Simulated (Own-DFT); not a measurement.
# What a defect does to the pressure of its cell: 4H SiC

Calculated, not measured: single-point runs of Own-DFT, a retired in-house plane-wave DFT program that no person has reviewed, on unrelaxed cells, without spin or spin-orbit coupling.

Method: PBE; PseudoDojo norm-conserving scalar-relativistic files; cutoff 42 hartree; 4 x 4 x 3 k mesh centred on Gamma; Fermi-Dirac smearing of 0.1 eV.

Caveats (not all hold for every row): not probed for a lower state with spin; forces on such cells failed a check on a denser k mesh; forces on such cells passed a denser k mesh, each cell not checked; stress not checked against mesh or cutoff.

All runs share one cell, with vectors in Å (9.248, 0.000, 0.000); (-4.624, 8.009, 0.000); (0.000, 0.000, 10.068) and a volume of 745.7 Å³. The atoms are randomly displaced, by u rms on each axis. The defect's site can differ from row to row.

```
cell,formula,u (Å),P (GPa)
no defect,C36Si36,0.0296,3.91
no defect,C36Si36,0.0551,5.29
no defect,C36Si36,0.0572,6.01
one Al on a Si site and one N on a C site,AlC35NSi35,0.0458,4.62
one Al on a Si site and one N on a C site,AlC35NSi35,0.0479,5.48
one Al on a Si site and one N on a C site,AlC35NSi35,0.0499,5.02
two Al on a Si site each,Al2C36Si34,0.0298,?
two Al on a Si site each,Al2C36Si34,0.0302,5.85
two Al on a Si site each,Al2C36Si34,0.0505,7.45
two Al on a Si site each,Al2C36Si34,0.0529,7.34
one C on a Si site and one Si on a C site,C36Si36,0.0295,7.38
one C on a Si site and one Si on a C site,C36Si36,0.0517,8.96
one C on a Si site and one Si on a C site,C36Si36,0.0539,9.21
one C vacancy,C35Si36,0.0303,3.45
one C vacancy,C35Si36,0.0309,3.52
one C vacancy,C35Si36,0.0506,5.03
```

## Analysis

P = P0 + c u² + a shift for each defect gives P0 = 3.02 GPa, c = 856 ± 77 GPa/Å² and a scatter of 0.24 GPa. The shifts, and each times the cell's volume:

- one C on a Si site and one Si on a C site: 3.66 ± 0.20 GPa, 17.0 eV
- two Al on a Si site each: 2.08 ± 0.20 GPa, 9.7 eV (4.8 eV for each of its 2 sites)
- one Al on a Si site and one N on a C site: 0.06 ± 0.20 GPa, 0.3 eV (not resolved)
- one C vacancy: -0.28 ± 0.21 GPa, -1.3 eV (not resolved)

Positive is outwards. The product with the volume (160.2 GPa Å³ to the eV) is nearly free of the cell's size; divided by the bulk modulus at the cell's pressure it gives the volume that the defect adds. The atoms around the defects weren't relaxed, which would change these numbers.

## The run left out

The question: what pressure belongs in the blank (two Al on a Si site each, u = 0.0298 Å)?

Estimate: 5.86 ± 0.29 GPa. The run itself gave 5.85 GPa.
